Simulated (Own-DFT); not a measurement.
Si$_{23}$O$_{48}$ (quartz with one vacancy, atoms displaced) (calculated)

All values are calculated (Own-DFT development build). A calculation, not a measurement: plane-wave PBE density functional theory by an unreviewed code, no spin, of a simulated periodic cell, stress positive in tension, free energy of the whole cell less one offset for each atom, defect cell not probed for a lower state with spin; oxygen file: force components 24 meV/angstrom off all-electron in one glass; forces on such cells passed a denser k mesh, this cell's mesh not checked; offsets are fitted by least squares, one for each functional and potential file, so energies compare only between cells with the same atoms and settings and are not formation energies; the far tail of each file's local potential was reset to the Coulomb form; each entry is a single point on an unrelaxed cell, so the pressure reflects the starting lattice, mostly measured values (interpolated for alloys), from which strain is counted, and rises with the displacements; printed positions are rounded, which can move forces by about a meV/angstrom; the program, named Own-DFT, is a retired in-house code; no spin-orbit coupling; before rounding, a Quantum ESPRESSO 7.3.1 run of the same cell and cutoff gave forces within 1 meV/angstrom rms on each cell, which checks the program and not the settings.

Si$_{23}$O$_{48}$ (quartz with one vacancy, atoms displaced)

```
Si23O48
1.0
      9.8268     0.0000     0.0000
     -4.9134     8.5103     0.0000
      0.0000     0.0000    10.8104
Si O Si O Si O Si O Si O Si O Si O Si O
2 6 3 6 3 6 3 6 3 6 3 6 3 6 3 6
Direct
  0.23473 0.00766 0.99836
  0.99891 0.23099 0.33413
  0.20434 0.12965 0.05732
  0.42775 0.29444 0.22678
  0.36798 0.07715 0.39143
  0.07568 0.36845 0.44429
  0.12936 0.20073 0.27156
  0.28704 0.42210 0.10457
  0.23509 0.00348 0.50020
  0.00342 0.23582 0.83539
  0.27261 0.26369 0.66400
  0.20951 0.13383 0.56019
  0.42115 0.29469 0.72859
  0.36410 0.07036 0.88957
  0.07425 0.36683 0.93796
  0.12592 0.20378 0.76960
  0.29673 0.42316 0.60878
  0.23570 0.49885 0.99787
  0.99819 0.72992 0.33434
  0.25908 0.76510 0.16454
  0.20578 0.63300 0.06321
  0.42432 0.79250 0.22240
  0.36778 0.57023 0.39914
  0.06676 0.85990 0.44511
  0.13294 0.70558 0.27413
  0.29405 0.92320 0.10621
  0.23418 0.50531 0.50137
  0.00064 0.72993 0.83116
  0.27284 0.76579 0.66709
  0.20715 0.63638 0.56032
  0.41750 0.78526 0.72979
  0.36494 0.57251 0.89385
  0.07994 0.87035 0.94048
  0.13031 0.70513 0.77273
  0.29017 0.92328 0.60594
  0.73339 0.99279 0.99711
  0.50375 0.23634 0.33601
  0.76305 0.26224 0.16468
  0.70609 0.12887 0.06213
  0.93237 0.29447 0.22641
  0.86494 0.07030 0.39251
  0.57087 0.36509 0.44590
  0.63067 0.20119 0.27585
  0.79405 0.42896 0.10217
  0.73438 0.00377 0.49881
  0.50495 0.24229 0.83234
  0.76686 0.26698 0.66782
  0.70791 0.13360 0.55975
  0.93153 0.29193 0.72974
  0.87285 0.07369 0.89311
  0.57401 0.36960 0.93761
  0.63929 0.20690 0.77462
  0.79978 0.42749 0.60631
  0.72756 0.49716 0.00006
  0.50328 0.73635 0.33430
  0.76240 0.76432 0.16492
  0.71465 0.63274 0.05901
  0.92535 0.79256 0.23093
  0.86580 0.57574 0.39866
  0.57777 0.87039 0.43905
  0.63467 0.70697 0.27641
  0.78988 0.92079 0.10804
  0.73742 0.49797 0.49720
  0.50171 0.73832 0.83118
  0.76665 0.76930 0.66281
  0.70390 0.62894 0.55894
  0.92800 0.79554 0.72384
  0.86758 0.57667 0.89011
  0.57637 0.87120 0.94148
  0.63268 0.70384 0.77345
  0.79543 0.92424 0.60409
```

* functional: PBE
* potential files: PseudoDojo norm-conserving, scalar-relativistic, standard set
* wave cutoff: 72 hartree
* occupations: Fermi-Dirac
* smearing width: 0.1 eV
* k mesh: 3 x 3 x 2 centred on Gamma
* free energy of cell above offsets: -8.310 eV
* pressure: 8.85 GPa
* stress xx: -9.23 GPa
* stress yy: -9.92 GPa
* stress zz: -7.41 GPa
* stress yz: -1.34 GPa
* stress xz: 0.2 GPa
* stress xy: 0.22 GPa

Force:
```
element  x (eV/Å)  y (eV/Å)  z (eV/Å)
     Si     3.839    -2.903     0.052
     Si     0.305      1.79     0.545
      O     -2.92     3.568     2.051
      O     0.192     0.208      -0.2
      O    -0.547    -1.697     1.056
      O    -1.032    -1.515    -0.983
      O     1.375    -0.205    -0.378
      O      0.96    -0.467     1.323
     Si     0.536    -2.608    -1.392
     Si    -0.091    -0.703    -0.272
     Si    -5.837    -0.358     0.568
      O    -0.744    -0.035    -0.463
      O     4.739      0.68     2.043
      O     1.315     1.823     -1.06
      O    -0.543     0.938     1.004
      O     3.322    -0.082    -1.513
      O    -1.407     2.061    -1.335
     Si    -1.632     0.155     1.062
     Si    -0.202     1.933     0.038
     Si     1.809    -0.417     1.658
      O     0.115    -1.701    -1.789
      O     1.179    -0.312     1.351
      O     0.948     1.776    -1.331
      O     0.745     1.063     0.218
      O    -0.192    -0.573     0.577
      O    -1.442     2.686    -1.766
     Si     2.214    -2.107     1.088
     Si    -2.061     3.213     0.365
     Si    -6.241    -0.268    -1.073
      O    -0.511      0.18    -0.009
      O     3.669     1.443     1.014
      O     1.285     1.537    -1.527
      O    -1.269     -2.39    -1.456
      O      3.09    -0.169    -1.466
      O     0.505     0.664     0.138
     Si     2.228     3.771      1.62
     Si    -1.581     0.541    -0.819
     Si     0.819     1.065     0.761
      O     0.162    -0.643    -0.814
      O    -1.998     0.157    -0.813
      O     0.038    -0.154    -0.113
      O    -0.026    -0.426    -0.175
      O     1.668     0.329    -0.803
      O      0.99    -1.662     1.449
     Si     1.845    -0.985     0.671
     Si    -0.275    -3.024    -0.358
     Si     2.385     0.014    -0.059
      O    -0.956     1.005     0.668
      O    -2.442     0.549    -1.838
      O    -1.054    -1.622     1.127
      O    -1.234    -0.596    -0.101
      O    -1.858    -0.149     1.078
      O     -0.35     0.545    -0.343
     Si     3.389     1.011    -1.477
     Si    -2.309    -1.009    -0.794
     Si     1.912    -1.479     1.944
      O    -2.167     1.867      0.92
      O    -0.722    -0.106    -0.809
      O     1.601    -0.416    -2.122
      O    -1.157    -0.712    -0.052
      O     0.742    -0.372    -0.549
      O     -0.76     1.885    -1.157
     Si    -1.696     0.013     3.172
     Si      1.11    -1.413     1.987
     Si     1.345    -3.088     1.045
      O    -0.179     0.403     0.376
      O     0.495    -0.069     0.482
      O    -1.415    -2.526     1.583
      O    -2.257    -3.039     -2.29
      O    -0.192     0.422    -0.199
      O    -1.571     2.707    -1.335
```
